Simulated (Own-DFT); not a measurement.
# Response to strain: wurtzite GaN, 72 atoms (Ga36N36)

These are calculations, not measurements. They come from Own-DFT, an in-house plane-wave density functional program, since retired, whose code no person has reviewed. Each row is one single-point run on a periodic cell that was not relaxed, without spin or spin-orbit coupling.

Settings of every run: PBE; PseudoDojo norm-conserving scalar-relativistic files (stringent for Ga); cutoff 96 hartree; 4 x 4 x 3 k mesh centred on Gamma; Gaussian smearing of 0.01 eV.

Known limits: forces not confirmed at this smearing and k mesh; stress not checked against mesh or cutoff.

Unstrained cell vectors in Å: (9.567, 0.000, 0.000); (-4.783, 8.285, 0.000); (0.000, 0.000, 10.370). The unstrained cell has measured lattice constants (interpolated for alloys), not those of this functional. That, the random moves and any unrelaxed bonds set the pressure at no strain. Each run strains this cell uniformly, with the atoms carried along. Every atom was also moved at random, by a Gaussian of width 0.05 Å on each axis. Strain is the symmetric tensor, in per cent. Stress is positive in tension, and the pressure is minus a third of its trace.

| run | e_xx (%) | e_yy (%) | e_zz (%) | e_yz (%) | e_xz (%) | e_xy (%) | s_xx (GPa) | s_yy (GPa) | s_zz (GPa) | s_yz (GPa) | s_xz (GPa) | s_xy (GPa) | P (GPa) | E (meV/atom) |
|---|---|---|---|---|---|---|---|---|---|---|---|---|---|---|
| 1 | 1.42 | 0.75 | -1.27 | -0.53 | -1.98 | -1.21 | -1.15 | -3.42 | -12.67 | -0.44 | -3.68 | -3.80 | 5.75 | 24.5 |
| 2 | -1.83 | -1.06 | -0.37 | 1.39 | -1.84 | 1.25 | -14.82 | -16.58 | -10.63 | 3.41 | -4.14 | 3.31 | 14.01 | 38.6 |
| 3 | -0.50 | 1.46 | 0.60 | 0.72 | -1.26 | 0.10 | -6.64 | -2.40 | -3.75 | 1.06 | -2.87 | 1.58 | 4.26 | 13.3 |
| 4 | 1.74 | -0.70 | -0.09 | 1.35 | 0.82 | 0.24 | -0.68 | -8.64 | -6.69 | 3.18 | 1.30 | 1.09 | 5.33 | 6.6 |
| 5 | 0.38 | -0.77 | -1.09 | 0.22 | 1.58 | 1.46 | -7.46 | -11.07 | -12.59 | 1.53 | 3.81 | 3.36 | 10.37 | 29.1 |
| 6 | -0.26 | 0.66 | -0.26 | -1.11 | 0.92 | 1.08 | -7.72 | -5.18 | -6.80 | -3.14 | 1.82 | 2.70 | 6.57 | 4.5 |
| 7 | -1.54 | -1.05 | 0.84 | -0.76 | 1.97 | -0.61 | -13.09 | -14.46 | -6.38 | -1.25 | 4.38 | -1.60 | 11.31 | 44.9 |
| 8 | 1.84 | -0.21 | -1.33 | -0.19 | -0.42 | -0.33 | -0.34 | -8.23 | -11.85 | -0.64 | -0.74 | -0.32 | 6.81 | 20.7 |
| 9 | -1.26 | -1.24 | 1.16 | -0.81 | 1.25 | -1.64 | -13.53 | -12.16 | -3.48 | -1.19 | 2.91 | -5.68 | 9.72 | 18.5 |
| 10 | 0.89 | -0.52 | -1.26 | 0.52 | 0.01 | -1.08 | -3.23 | -9.46 | -13.63 | 0.90 | 1.29 | -2.27 | 8.77 | 15.0 |
| 11 | 0.20 | 0.41 | -1.57 | -1.00 | -1.73 | -1.58 | -7.45 | -5.77 | -14.34 | -2.64 | -3.81 | -5.88 | 9.19 | 19.2 |
| 12 | 0.21 | -0.64 | -1.30 | -0.10 | 1.44 | -1.45 | -7.37 | -9.27 | -16.38 | -0.51 | 3.93 | -3.53 | 11.01 | 38.5 |
| 13 | 0.14 | 1.10 | -1.87 | -1.78 | -0.25 | -0.94 | -5.04 | -4.17 | -16.75 | -4.18 | -0.86 | -3.48 | 8.65 | 21.8 |
| 14 | -1.24 | -1.34 | -0.29 | 0.68 | -1.13 | 1.89 | -14.22 | -15.31 | -10.82 | 1.95 | -3.75 | 6.02 | 13.45 | 39.8 |
| 15 | -1.30 | 1.16 | -1.07 | 1.09 | 1.81 | -0.85 | -13.75 | -3.92 | -12.24 | 1.90 | 4.66 | -2.51 | 9.97 | 29.4 |
| 16 | 1.76 | -0.91 | 0.92 | 1.29 | -0.69 | 0.24 | 0.17 | -7.33 | -3.15 | 2.49 | -1.22 | -0.20 | 3.44 | 0.0 |
| 17 | -1.65 | 1.16 | -2.00 | 1.58 | -0.80 | -1.03 | ? | ? | ? | ? | ? | ? | ? | ? |

E is the free energy for each atom above the lowest run shown.

## Worked fit

Each stress component was fitted by least squares to a constant and the strains of the runs shown, as fractions, with shears doubled. Shear strains stay in the fit of a normal stress only where such slopes are resolved. The slopes, in GPa:

| stress | at no strain | per e_xx | per e_yy | per e_zz | scatter |
|---|---|---|---|---|---|
| s_xx | -7.0 | 423 ± 21 | 93 ± 28 | 60 ± 29 | 0.96 |
| s_yy | -7.5 | 140 ± 24 | 428 ± 33 | 73 ± 34 | 1.12 |
| s_zz | -7.4 | 69 ± 23 | 91 ± 31 | 497 ± 31 | 1.04 |

Each shear stress against twice its own strain: yz 106 ± 8, xz 116 ± 5, xy 143 ± 12 GPa. These are stiffnesses along x, y and z of the frame in which the cell vectors are given, which need not be the crystal's axes. The atoms are held to the strained lattice; where symmetry lets them move under strain, relaxing them would lower some slopes. The table should be nearly symmetric about its diagonal, and what it lacks of that shows the noise. A ninth of its sum, 208 ± 4 GPa, estimates the bulk modulus near the mean pressure of these runs, 8.7 GPa, so it lies above the value at zero pressure.

## Withheld run

Question: what normal stresses and pressure should run 17 give?

The fit gives s_xx = -14.1, s_yy = -6.3, s_zz = -17.4 and P = 12.6 GPa. The calculation gave -14.15, -5.86, -17.24 and P = 12.42 GPa.
